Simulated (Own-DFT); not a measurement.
# Computed records: GaP (zincblende, atoms displaced)

Computed with Own-DFT development build. A calculation, not a measurement: plane-wave PBE density functional theory by an unreviewed code, no spin, of a simulated periodic cell, stress positive in tension, free energy of the whole cell less one offset for each atom, forces on such cells passed a denser k mesh, this cell's mesh not checked; offsets are fitted by least squares, one for each functional and potential file, so energies compare only between cells with the same atoms and settings and are not formation energies; the far tail of each file's local potential was reset to the Coulomb form; each entry is a single point on an unrelaxed cell, so the pressure reflects the starting lattice, mostly measured values (interpolated for alloys), from which strain is counted, and rises with the displacements; printed positions are rounded, which can move forces by about a meV/angstrom; the program, named Own-DFT, is a retired in-house code; no spin-orbit coupling.

Settings shared by all entries: functional PBE; potential files PseudoDojo norm-conserving, scalar-relativistic, standard set; wave cutoff 42 hartree; occupations Fermi-Dirac; smearing width 0.1 eV; hardware one NVIDIA H200; k mesh 2 x 3 x 3 centred on Gamma.

(1) GaP (zincblende, atoms displaced)

```
GaP
1.0
     16.3515     0.0000     0.0000
      0.0000    10.9010     0.0000
      0.0000     0.0000    10.9010
Ga P Ga P Ga P Ga P Ga P Ga P Ga P Ga P Ga P Ga P Ga P Ga P
4 4 4 4 4 4 4 4 4 4 4 4 4 4 4 4 4 4 4 4 4 4 4 4
Direct
  0.00424 0.99885 0.00299
  0.00230 0.25683 0.24568
  0.17088 0.99738 0.23538
  0.15181 0.24298 0.01887
  0.07985 0.15088 0.12067
  0.09112 0.37836 0.39733
  0.23897 0.13402 0.38135
  0.24608 0.37446 0.14215
  0.99050 0.00706 0.50834
  0.99890 0.22936 0.75190
  0.16439 0.99125 0.73411
  0.16447 0.27227 0.49347
  0.09300 0.12312 0.63150
  0.07780 0.37129 0.85851
  0.24696 0.13083 0.87389
  0.25061 0.36417 0.63190
  0.00345 0.50580 0.97532
  0.99743 0.75063 0.26176
  0.15664 0.50478 0.24671
  0.17284 0.74254 0.00398
  0.08481 0.59686 0.13752
  0.06187 0.86731 0.36628
  0.25822 0.62131 0.35710
  0.26434 0.86707 0.10716
  0.00029 0.49288 0.51537
  0.99197 0.73883 0.74924
  0.16449 0.49110 0.74535
  0.15966 0.74165 0.50301
  0.08970 0.59997 0.61274
  0.08339 0.89519 0.85994
  0.24535 0.60529 0.87630
  0.26720 0.88342 0.60793
  0.32782 0.01324 0.99485
  0.33193 0.25422 0.25754
  0.50385 0.97662 0.26571
  0.50334 0.24694 0.98696
  0.41385 0.12427 0.12452
  0.41489 0.39165 0.37867
  0.57439 0.10917 0.36153
  0.58827 0.36478 0.11060
  0.31726 0.99314 0.48772
  0.33333 0.25851 0.72934
  0.48780 0.99453 0.75305
  0.50003 0.25196 0.52957
  0.41367 0.12877 0.60417
  0.43370 0.35792 0.90433
  0.57449 0.13110 0.87365
  0.58495 0.37819 0.64162
  0.33730 0.48907 0.99889
  0.33684 0.73963 0.26048
  0.47882 0.48194 0.25572
  0.49735 0.74984 0.01316
  0.42240 0.64939 0.11696
  0.40783 0.89139 0.38830
  0.58099 0.61676 0.39989
  0.58888 0.85855 0.13608
  0.34153 0.51635 0.48223
  0.34442 0.79346 0.73368
  0.50690 0.49923 0.71693
  0.50794 0.75243 0.51051
  0.40971 0.62226 0.63956
  0.41382 0.88785 0.87900
  0.59166 0.64805 0.86270
  0.59576 0.87022 0.63492
  0.65814 0.98896 0.96382
  0.65277 0.26106 0.25655
  0.81760 0.00967 0.25990
  0.84607 0.22142 0.99040
  0.75999 0.15195 0.10293
  0.74058 0.36907 0.37622
  0.91597 0.12918 0.39256
  0.91349 0.38948 0.14100
  0.68105 0.01331 0.50987
  0.65569 0.24256 0.74998
  0.81591 0.01354 0.74591
  0.83117 0.28189 0.49886
  0.74659 0.14037 0.63699
  0.73278 0.35691 0.87524
  0.91444 0.13405 0.88753
  0.92991 0.40969 0.62328
  0.64998 0.51588 0.00074
  0.66905 0.75306 0.24194
  0.82851 0.52293 0.25284
  0.83061 0.75137 0.01030
  0.75476 0.61399 0.12773
  0.73603 0.87913 0.36360
  0.91105 0.61038 0.36635
  0.90524 0.89061 0.12136
  0.65700 0.50269 0.48715
  0.66847 0.75808 0.72259
  0.82334 0.51147 0.74438
  0.81639 0.74532 0.50195
  0.74591 0.61704 0.59727
  0.75014 0.87704 0.88310
  0.90686 0.61777 0.88847
  0.91383 0.86462 0.61847
```

* free energy of cell above offsets: -14.970 eV
* pressure: 8.67 GPa
* stress xx: -9.38 GPa
* stress yy: -8.32 GPa
* stress zz: -8.31 GPa
* stress yz: 3.15 GPa
* stress xz: 0.41 GPa
* stress xy: 1.09 GPa
* wall time: 1144 s

Force:
```csv
element,x (eV/Å),y (eV/Å),z (eV/Å)
Ga,-0.631,0.567,0.084
Ga,-1.382,1.129,2.104
Ga,-0.54,-0.114,0.173
Ga,6.266,5.19,-5.998
P,-4.039,-6.887,4.217
P,-4.245,3.065,-4.545
P,0.596,-0.816,-1.15
P,-0.019,-0.009,-1.401
Ga,1.44,-0.745,0.578
Ga,-0.015,1.276,-0.575
Ga,2.894,0.446,0.679
Ga,3.023,-4.21,3.749
P,-1.874,1.053,-2.309
P,0.469,-0.668,1.222
P,-0.837,0.333,-0.725
P,-1.081,3.191,-2.517
Ga,0.125,-1.372,2.293
Ga,-3.135,-3.483,-3.922
Ga,4.454,-3.644,4.16
Ga,-0.916,-0.441,-0.372
P,-4.444,5.622,-4.791
P,4.628,3.741,3.301
P,-3.373,-0.529,1.785
P,-1.252,0.043,1.907
Ga,3.703,3.708,-7.574
Ga,0.702,0.178,0.227
Ga,0.942,-0.477,0.705
Ga,0.988,0.841,-1.533
P,-0.042,2.963,1.734
P,-0.888,-3.27,1.576
P,0.837,1.346,-0.533
P,-6.383,-3.256,3.156
Ga,0.402,0.661,0.003
Ga,0.133,-0.704,-0.028
Ga,-1.661,-0.291,-2.419
Ga,3.031,-4.47,6.353
P,1.048,-0.215,0.845
P,-1.642,-5.699,3.373
P,2.302,2.996,2.963
P,-1.962,1.306,1.174
Ga,1.992,5.829,-3.098
Ga,2.358,-2.28,3.433
Ga,1.853,1.598,-1.592
Ga,1.527,1.124,-2.965
P,-1.77,-2.256,1.922
P,-6.418,6.73,-6.71
P,0.54,-2.924,-1.749
P,2.431,-2.185,-3.556
Ga,-0.207,0.192,0.584
Ga,1.577,2.86,-1.609
Ga,5.03,3.941,-5.069
Ga,3.603,2.751,-3.966
P,-3.601,-5.076,3.233
P,1.982,-3.121,-1.128
P,-3.105,2.856,-5.007
P,-2.122,2.689,-2.638
Ga,-1.654,0.381,2.557
Ga,0.442,-3.428,1.747
Ga,-2.647,2.949,4.641
Ga,-1.441,0.371,0.535
P,0.3,1.079,-1.054
P,0.221,-0.997,1.809
P,-1.784,-0.889,0.221
P,-4.758,5.446,-3.435
Ga,-0.705,1.582,3.009
Ga,0.976,-1.703,-0.51
Ga,1.245,1.341,-1.315
Ga,-3.835,8.771,4.339
P,-4.839,-3.276,4.094
P,-0.161,1.628,-0.773
P,-1.3,1.29,-1.668
P,0.554,-0.856,-1.789
Ga,-2.188,-0.798,-1.289
Ga,0.223,0.104,0.806
Ga,2.74,-2.005,1.737
Ga,1.625,-1.06,1.186
P,0.477,1.571,-2.036
P,2.137,1.951,0.596
P,5.97,-6.398,-7.375
P,-7.158,-6.582,6.335
Ga,1.565,-0.651,-0.616
Ga,0.754,-3.36,1.346
Ga,-0.218,-4.344,0.297
Ga,0.2,0.161,-0.067
P,-3.158,2.126,-2.1
P,1.454,0.043,2.098
P,2.26,2.655,3.367
P,1.409,-0.613,1.167
Ga,2.617,-3.808,2.33
Ga,4.594,-3.942,3.957
Ga,-0.148,-1.345,0.587
Ga,2.89,2.109,-2.677
P,-1.214,-0.911,3.146
P,0.967,-1.635,-2.436
P,-0.326,1.392,-1.462
P,-1.384,0.565,0.641
```

(2) GaP (zincblende, atoms displaced)

```
GaP
1.0
     16.3515     0.0000     0.0000
      0.0000    10.9010     0.0000
      0.0000     0.0000    10.9010
Ga P Ga P Ga P Ga P Ga P Ga P Ga P Ga P Ga P Ga P Ga P Ga P
4 4 4 4 4 4 4 4 4 4 4 4 4 4 4 4 4 4 4 4 4 4 4 4
Direct
  0.00035 0.00707 0.99844
  0.01418 0.24663 0.24065
  0.17744 0.01737 0.24678
  0.16593 0.24811 0.99439
  0.07308 0.11291 0.13073
  0.08698 0.35887 0.38819
  0.24922 0.11994 0.37065
  0.25894 0.35994 0.11906
  0.00383 0.99533 0.49551
  0.01219 0.24822 0.76602
  0.16587 0.99012 0.76934
  0.16907 0.24706 0.52524
  0.09159 0.12686 0.61678
  0.08962 0.37932 0.89313
  0.26020 0.12535 0.87782
  0.26594 0.36487 0.58003
  0.99105 0.50782 0.99051
  0.99306 0.75557 0.26129
  0.15345 0.51537 0.27491
  0.16153 0.75700 0.00222
  0.08385 0.62187 0.12942
  0.06124 0.86469 0.36329
  0.24601 0.61818 0.38544
  0.24190 0.87031 0.13889
  0.99122 0.49968 0.49818
  0.00045 0.73555 0.74634
  0.15966 0.51796 0.75676
  0.17606 0.73463 0.48205
  0.07118 0.64087 0.62663
  0.06244 0.90050 0.89007
  0.27009 0.61532 0.87489
  0.24576 0.88111 0.62217
  0.32660 0.02741 0.98307
  0.33654 0.24311 0.24176
  0.49295 0.97386 0.21987
  0.50181 0.26476 0.99604
  0.41814 0.14120 0.12991
  0.40155 0.35357 0.38040
  0.57771 0.10115 0.35169
  0.58628 0.37337 0.13901
  0.33158 0.03255 0.48332
  0.34206 0.24234 0.76463
  0.50387 0.00592 0.76898
  0.48024 0.26744 0.50763
  0.42874 0.12766 0.61964
  0.41246 0.38640 0.88183
  0.57617 0.13493 0.87936
  0.57893 0.36271 0.62468
  0.34490 0.49701 0.97215
  0.33371 0.75338 0.23366
  0.49757 0.48715 0.24202
  0.50433 0.74809 0.98873
  0.42409 0.64594 0.11042
  0.41414 0.89374 0.37995
  0.57902 0.61725 0.32810
  0.59406 0.87469 0.14819
  0.34108 0.49878 0.49801
  0.32585 0.76338 0.76903
  0.49011 0.48287 0.75424
  0.50934 0.74921 0.50111
  0.40227 0.63884 0.62594
  0.41758 0.87963 0.86461
  0.58452 0.62915 0.85852
  0.60100 0.87597 0.61090
  0.67709 0.00707 0.99297
  0.66283 0.24999 0.23982
  0.82775 0.01012 0.23415
  0.84936 0.24012 0.03884
  0.75331 0.11086 0.11391
  0.74076 0.35996 0.37295
  0.91027 0.11115 0.39255
  0.90512 0.37697 0.11410
  0.66310 0.98805 0.48359
  0.66563 0.26112 0.73911
  0.83449 0.01418 0.77646
  0.82797 0.22921 0.52409
  0.76436 0.08790 0.63289
  0.75845 0.38773 0.86687
  0.91592 0.10560 0.86651
  0.92291 0.35699 0.60679
  0.67216 0.50050 0.00753
  0.66106 0.75153 0.26743
  0.82472 0.51263 0.25246
  0.83802 0.73988 0.99496
  0.75506 0.62208 0.14368
  0.72633 0.86284 0.38321
  0.90192 0.63510 0.37297
  0.91912 0.85642 0.11284
  0.65744 0.48375 0.51500
  0.65355 0.77209 0.77073
  0.83817 0.49689 0.74845
  0.83825 0.74795 0.50398
  0.75704 0.61988 0.60966
  0.76444 0.87654 0.87746
  0.91508 0.64425 0.88276
  0.91507 0.87817 0.61975
```

* free energy of cell above offsets: -14.722 eV
* pressure: 8.56 GPa
* stress xx: -8.56 GPa
* stress yy: -9.32 GPa
* stress zz: -7.8 GPa
* stress yz: -0.85 GPa
* stress xz: -0.56 GPa
* stress xy: 0.29 GPa
* wall time: 962.1 s

Force:
```csv
element,x (eV/Å),y (eV/Å),z (eV/Å)
Ga,-4.47,2.067,4.139
Ga,-2.892,1.77,2.163
Ga,-2.715,-2.236,-0.803
Ga,1.049,-1.022,1.845
P,3.02,0.083,-1.148
P,-0.614,1.428,-0.665
P,-1.557,3.805,-0.392
P,-1.032,2.041,-0.35
Ga,-0.375,0.101,0.858
Ga,-0.816,-0.222,-1.515
Ga,-0.183,0.506,-1.3
Ga,0.743,0.544,-2.888
P,-1.989,-2.476,2.98
P,-1.168,0.965,-1.583
P,-6.552,3.759,-4.675
P,-0.798,-0.738,5.087
Ga,0.736,-0.471,1.377
Ga,-2.664,-3.827,-3.804
Ga,0.423,-1.932,-0.979
Ga,-0.095,-0.197,-0.15
P,-1.252,0.299,-0.372
P,6.312,3.253,3.179
P,3.907,-2.017,-3.223
P,0.406,1.028,-2.22
Ga,0.321,0.391,-0.776
Ga,-2.821,4.211,2.218
Ga,0.867,-0.469,-0.735
Ga,-3.89,4.444,3.244
P,3.627,-3.136,-2.853
P,5.526,-6.102,-5.022
P,-5.061,1.915,-0.866
P,0.255,-0.227,0.087
Ga,5.503,-5.602,6.257
Ga,-2.193,0.024,0.865
Ga,-1.504,2.093,1.667
Ga,-0.236,-0.042,1.443
P,1.592,-2.594,-2.488
P,1.038,3.23,-2.032
P,-0.141,1.9,0.885
P,-0.643,0.721,-3.448
Ga,2.261,-2.787,3.106
Ga,0.244,0.82,-2.719
Ga,0.15,-0.752,-2.824
Ga,3.446,-0.969,-0.712
P,-1.877,-1.722,2.203
P,4.299,-6.292,-3.118
P,2.42,0.25,0.16
P,-1.978,0.823,-0.002
Ga,-3.209,3.222,7.683
Ga,0.585,-0.024,2.045
Ga,-2.551,-0.149,0.046
Ga,1.428,1.699,-0.243
P,-1.534,-2.991,0.963
P,0.208,-1.945,-0.615
P,-1.002,-0.987,5.12
P,0.274,0.037,-4.989
Ga,0.55,2.355,-0.888
Ga,-0.044,0.565,-2.605
Ga,1.376,2.511,-2.207
Ga,-0.961,-0.332,-0.827
P,2.211,-0.647,0.057
P,-0.042,0.565,2.036
P,-0.979,-2.261,1.76
P,-3.197,-0.866,2.866
Ga,-2.142,-1.682,-0.772
Ga,0.946,-2.838,1.551
Ga,2.153,-3.108,2.827
Ga,-3.539,-4.871,-5.132
P,-1.05,3.653,0.454
P,1.135,0.525,1.196
P,0.087,0.961,-2.311
P,4.677,5.316,4.097
Ga,-0.533,4.703,0.705
Ga,1.965,-1.854,1.466
Ga,-2.136,-4.605,-3.461
Ga,0.006,0.982,-1.933
P,-4.099,1.961,-1.534
P,-1.542,-2.105,1.672
P,5.042,5.987,4.296
P,-0.204,0.523,2.829
Ga,0.036,0.355,-0.461
Ga,1.15,-1.606,-2.498
Ga,1.648,-4.007,2.492
Ga,-3.082,1.459,3.073
P,-2.972,3.21,-3.827
P,6.701,-0.478,-0.467
P,2.532,-1.74,-0.696
P,-0.376,2.279,1.008
Ga,1.62,1.765,-2.324
Ga,2.889,0.413,-1.575
Ga,0.934,0.969,-1.772
Ga,-1.902,1.735,0.263
P,-1.43,-0.579,1.864
P,-2.627,-1.231,0.515
P,1.874,-3.5,-3.446
P,0.497,0.01,1.599
```

(3) GaP (zincblende, atoms displaced)

```
GaP
1.0
     16.3515     0.0000     0.0000
      0.0000    10.9010     0.0000
      0.0000     0.0000    10.9010
Ga P Ga P Ga P Ga P Ga P Ga P Ga P Ga P Ga P Ga P Ga P Ga P
4 4 4 4 4 4 4 4 4 4 4 4 4 4 4 4 4 4 4 4 4 4 4 4
Direct
  0.99813 0.01908 0.99631
  0.99604 0.24197 0.24797
  0.19166 0.99714 0.22924
  0.16410 0.25078 0.01122
  0.08981 0.09961 0.14078
  0.08449 0.37694 0.39712
  0.23430 0.13607 0.38106
  0.24079 0.39021 0.14254
  0.00756 0.97732 0.50921
  0.01301 0.26138 0.75408
  0.15969 0.00117 0.73406
  0.16000 0.23710 0.46978
  0.09348 0.13737 0.62095
  0.08309 0.36202 0.88687
  0.25568 0.13805 0.85063
  0.25083 0.38867 0.63743
  0.00366 0.48605 0.00266
  0.99970 0.74960 0.26070
  0.17600 0.49483 0.26325
  0.16025 0.75582 0.00368
  0.08199 0.60882 0.14102
  0.07015 0.87892 0.35257
  0.25102 0.61694 0.36857
  0.24337 0.85528 0.12733
  0.02331 0.50386 0.49121
  0.00671 0.74112 0.74363
  0.16423 0.50771 0.74487
  0.18423 0.74589 0.50402
  0.08876 0.63367 0.63610
  0.09535 0.88528 0.86245
  0.24647 0.60779 0.87587
  0.24702 0.90800 0.64209
  0.32815 0.00574 0.99841
  0.32209 0.25200 0.21670
  0.49552 0.99240 0.24983
  0.51680 0.24066 0.99866
  0.42248 0.11750 0.08651
  0.41961 0.37783 0.38842
  0.59194 0.12157 0.40214
  0.58403 0.39173 0.13271
  0.32884 0.96369 0.47927
  0.34068 0.25573 0.75286
  0.50652 0.00940 0.76360
  0.48534 0.25500 0.49005
  0.41449 0.13198 0.61432
  0.42240 0.39633 0.89316
  0.58866 0.13177 0.87573
  0.58673 0.37000 0.65612
  0.32579 0.48696 0.00054
  0.34566 0.74768 0.24238
  0.51845 0.49761 0.22769
  0.49460 0.75919 0.01872
  0.42123 0.62418 0.12056
  0.40727 0.87674 0.38724
  0.59705 0.62128 0.40047
  0.58619 0.86170 0.11546
  0.33736 0.50336 0.50868
  0.34284 0.75598 0.74876
  0.50305 0.49570 0.74395
  0.49378 0.74012 0.52130
  0.42014 0.62747 0.62904
  0.41566 0.85466 0.87005
  0.58878 0.62080 0.86152
  0.58759 0.85853 0.63228
  0.68640 0.97574 0.01995
  0.67236 0.25418 0.26780
  0.81413 0.01037 0.25643
  0.84301 0.24009 0.00194
  0.73576 0.14352 0.12768
  0.75219 0.37155 0.39348
  0.90476 0.13308 0.38638
  0.92794 0.37672 0.12902
  0.64765 0.00422 0.49342
  0.67898 0.24683 0.74008
  0.84189 0.01269 0.73411
  0.83581 0.27907 0.49556
  0.74051 0.14350 0.63170
  0.73266 0.37948 0.86170
  0.91776 0.12089 0.86029
  0.91767 0.36945 0.65924
  0.67017 0.50533 0.99758
  0.67684 0.76081 0.22274
  0.82475 0.48519 0.25734
  0.83061 0.77714 0.00683
  0.73804 0.62833 0.10373
  0.74319 0.91128 0.38391
  0.91804 0.61459 0.35782
  0.91168 0.85399 0.14654
  0.66479 0.47698 0.48352
  0.67213 0.75399 0.76053
  0.82008 0.50585 0.76026
  0.82680 0.75379 0.49062
  0.76002 0.63461 0.60024
  0.75739 0.87904 0.87980
  0.92016 0.60918 0.88842
  0.92427 0.86504 0.64656
```

* free energy of cell above offsets: -15.319 eV
* pressure: 8.3 GPa
* stress xx: -8.65 GPa
* stress yy: -8.82 GPa
* stress zz: -7.43 GPa
* stress yz: -1.7 GPa
* stress xz: 1.29 GPa
* stress xy: 3.56 GPa
* wall time: 967.8 s

Force:
```csv
element,x (eV/Å),y (eV/Å),z (eV/Å)
Ga,0.418,-2.103,0.402
Ga,0.62,-0.724,1.481
Ga,-2.018,1.353,2.963
Ga,0.695,-1.223,-0.054
P,-1.161,2.314,-1.266
P,1.206,-2.226,-5.172
P,7.294,-5.743,-5.34
P,1.399,-2.111,-4.139
Ga,-0.775,1.577,0.18
Ga,-0.941,-2.067,-0.91
Ga,-1.12,3.403,2.177
Ga,-2.842,3.932,5.759
P,-2.059,-0.574,-0.275
P,1.451,1.861,-0.062
P,-1.882,-1.551,2.879
P,0.34,-1.476,-1.404
Ga,0.522,1.35,-0.109
Ga,-0.585,-2.85,-1.521
Ga,-4.217,1.262,1.764
Ga,-0.636,-2.233,-1.105
P,0.349,1.172,-0.906
P,3.85,1.587,2.19
P,2.473,1.813,1.411
P,3.55,-0.324,-0.892
Ga,-4.522,3.585,3.526
Ga,-0.926,0.184,3.378
Ga,-0.026,-1.522,1.327
Ga,-1.408,1.111,0.266
P,0.804,-0.583,-2.985
P,-2.483,-1.237,1.919
P,0.43,2.519,0.468
P,4.186,-4.914,-3.373
Ga,-1.166,-1.733,-2.087
Ga,2.199,-1.588,2.299
Ga,0.785,0.861,-0.118
Ga,-1.062,2.774,0.483
P,-0.175,0.569,3.477
P,-1.822,2.353,-4.346
P,-6.691,7.532,-7.044
P,5.618,-7.062,-4.717
Ga,-6.188,7.012,5.703
Ga,1.173,1.766,-0.786
Ga,-1.117,-0.978,-1.438
Ga,3.448,-2.004,2.552
P,-0.276,-1.836,0.922
P,0.969,-2.464,-1.115
P,2.319,-1.596,-0.321
P,-0.2,-0.509,-4.079
Ga,-0.165,1.335,0.613
Ga,-1.255,-0.414,0.651
Ga,-5.802,6.023,6.987
Ga,0.075,-1.372,-3.212
P,-0.571,-1.516,0.614
P,6.914,-4.866,-5.163
P,-2.208,2.178,-3.205
P,-0.606,2.503,1.399
Ga,-0.68,-0.261,-0.177
Ga,-3.26,-1.774,-1.106
Ga,-0.689,1.261,1.361
Ga,2.651,1.495,-2.272
P,-1.994,-1.884,1.127
P,1.79,3.706,2.587
P,-0.968,0.752,1.532
P,-0.891,2.149,-0.179
Ga,-1.987,2.128,-0.416
Ga,-1.835,0.24,0.288
Ga,2.875,1.531,-1.55
Ga,-0.876,1.111,-0.33
P,1.993,-1.195,-1.209
P,-0.899,0.517,-3.746
P,1.275,-0.938,-0.557
P,-2.557,-1.089,0.363
Ga,4.636,-6.406,7.133
Ga,-4.777,2.356,4.581
Ga,-1.783,-0.644,-0.234
Ga,3.204,-2.861,4.038
P,5.004,-5.525,-5.711
P,2.671,0.158,2.615
P,0.912,1.483,1.279
P,-0.811,1.644,-2.411
Ga,-2.496,-1.52,-1.723
Ga,-0.287,-0.408,3.815
Ga,0.798,1.312,-1.671
Ga,1.441,-3.393,0.07
P,3.972,0.395,1.97
P,-0.243,-4.059,0.314
P,-0.497,-0.049,2.065
P,-0.43,3.454,-0.736
Ga,-1.429,1.152,4.301
Ga,0.838,-0.973,-0.868
Ga,1.505,0.543,-0.767
Ga,2.687,2.024,-1.777
P,-2.762,-2.683,3.359
P,0.023,1.028,-2.752
P,-0.706,1.909,-0.728
P,-1.603,0.777,-2.521
```
